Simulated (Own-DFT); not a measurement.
# Energy and forces against displacement in 6H (3C twinned every three layers) SiC, 48 atoms (C24Si24)

All numbers below are calculated, not measured. The program, named Own-DFT, is a retired in-house plane-wave density functional code that no person has reviewed. Each row is one single-point run on a periodic cell that was not relaxed, without spin or spin-orbit coupling.

Settings of every run: PBE; PseudoDojo norm-conserving scalar-relativistic files; cutoff 42 hartree; 5 x 5 x 2 k mesh centred on Gamma; Fermi-Dirac smearing of 0.1 eV.

Known limits, some of them of some rows only: some atoms lie very close together; forces on such cells passed a denser k mesh, each cell not checked; stress not checked against mesh or cutoff.

Cell vectors in Å: (4.360, -4.360, 0.000); (0.000, 4.360, -4.360); (8.719, 8.719, 8.719). In each run every atom was moved at random and independently from its ideal site; u is the rms move along one axis. E is the free energy for each atom above the fitted value at u = 0, and F the rms of the force components.

| run | u (Å) | E (meV/atom) | F (eV/Å) | largest force (eV/Å) | P (GPa) |
|---|---|---|---|---|---|
| 1 | 0.0286 | 34.5 | 0.905 | 2.60 | 3.77 |
| 2 | 0.0290 | 31.1 | 0.831 | 2.88 | 3.57 |
| 3 | 0.0517 | 111.5 | 1.718 | 6.01 | 5.56 |
| 4 | 0.0592 | ? | ? | ? | ? |
| 5 | 0.0621 | 139.5 | 1.758 | 5.68 | 5.88 |
| 6 | 0.1019 | 438.2 | 3.877 | 19.16 | 12.58 |
| 7 | 0.1056 | 427.7 | 3.374 | 11.35 | 13.43 |

## Worked fit

For small independent moves the energy grows as E = (3/2) K u², with K the mean stiffness felt by one atom. The runs with u up to 0.11 Å give K = 26.4 ± 1.1 eV/Å², with residuals divided by u² + 0.0006 Å², since the noise grows with the moves. The scatter is 7.6 meV/atom at u = 0.05 Å. The forces follow F = G u with G = 32.1 eV/Å²; no force at u = 0 is resolved. G exceeds K because the moves of its neighbours add to the force on an atom, and stiffness differs between atoms. The pressure follows P = 2.80 + 942 u² GPa: at fixed volume, shortened bonds push harder than stretched ones pull.

## Withheld run

Question: what energy and rms force should run 4 give?

The fit gives 139 ± 12 meV/atom and about 1.90 eV/Å. The calculation gave 139.7 meV/atom and 1.874 eV/Å.
